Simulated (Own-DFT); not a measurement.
# Cleaving wurtzite AlN, m plane (10-10)

The numbers are computed, not measured, by runs of the plane-wave DFT program Own-DFT (in-house, retired, unreviewed) at fixed positions, with no spin and no spin-orbit coupling.

Keep in mind (not all hold for every row): some atoms lie very close together; forces not confirmed at this smearing and k mesh; k mesh not checked against a denser one.

Both sets of runs: PBE; PseudoDojo norm-conserving scalar-relativistic files; cutoff 42 hartree; Gaussian smearing of 0.01 eV. The slab has 128 atoms in 16 layers, two equal faces of 62.02 Å² as cut, 15 Å of vacuum, a dipole correction along the normal and a 6 x 3 x 1 mesh. The bulk cell has 72 atoms, the same measured lattice constants and a 4 x 4 x 3 mesh. All atoms were moved at random; u is the rms move along one axis. Energies are counted from -174.06 eV for each atom.

```
slab run   u (Å)  E (eV, cell)
       1  0.0196        20.383
       2  0.0201        20.348
       3  0.0207        21.093
       4  0.0458        28.643
       5  0.0506        29.064
       6  0.0508        29.376
       7  0.0519        29.629
       8  0.0520        29.277
       9  0.0525        29.561
      10  0.1013        60.026
      11  0.1020        62.489
      12  0.1028        62.801
```

```
bulk run   u (Å)  E (meV/atom)
       1  0.0191         -3.15
       2  0.0193         -2.67
       3  0.0198         -2.93
       4  0.0204         -1.50
       5  0.0207          0.26
       6  0.0211         -0.12
       7  0.0929        263.12
       8  0.0929        264.69
       9  0.0936        286.19
      10  0.0960        272.72
```

The question: what is the energy of the unrelaxed surface?

## Solution

Take each set to u = 0 with E = a + b u². Residuals are scaled by 1/(u² + 0.0006 Å²) to tame the large moves. Slab: a = 18.95 ± 0.15 eV. Bulk: a = -14.8 ± 0.4 meV/atom. The excess is 18.95 - 128 x (-0.0148) = 20.85 ± 0.16 eV. Over two faces that is 168 meV/Å², or 2.69 ± 0.02 J/m². Relaxing the faces would lower the energy, and the unlike meshes and the reach from the smallest u down to zero add errors that aren't counted here.
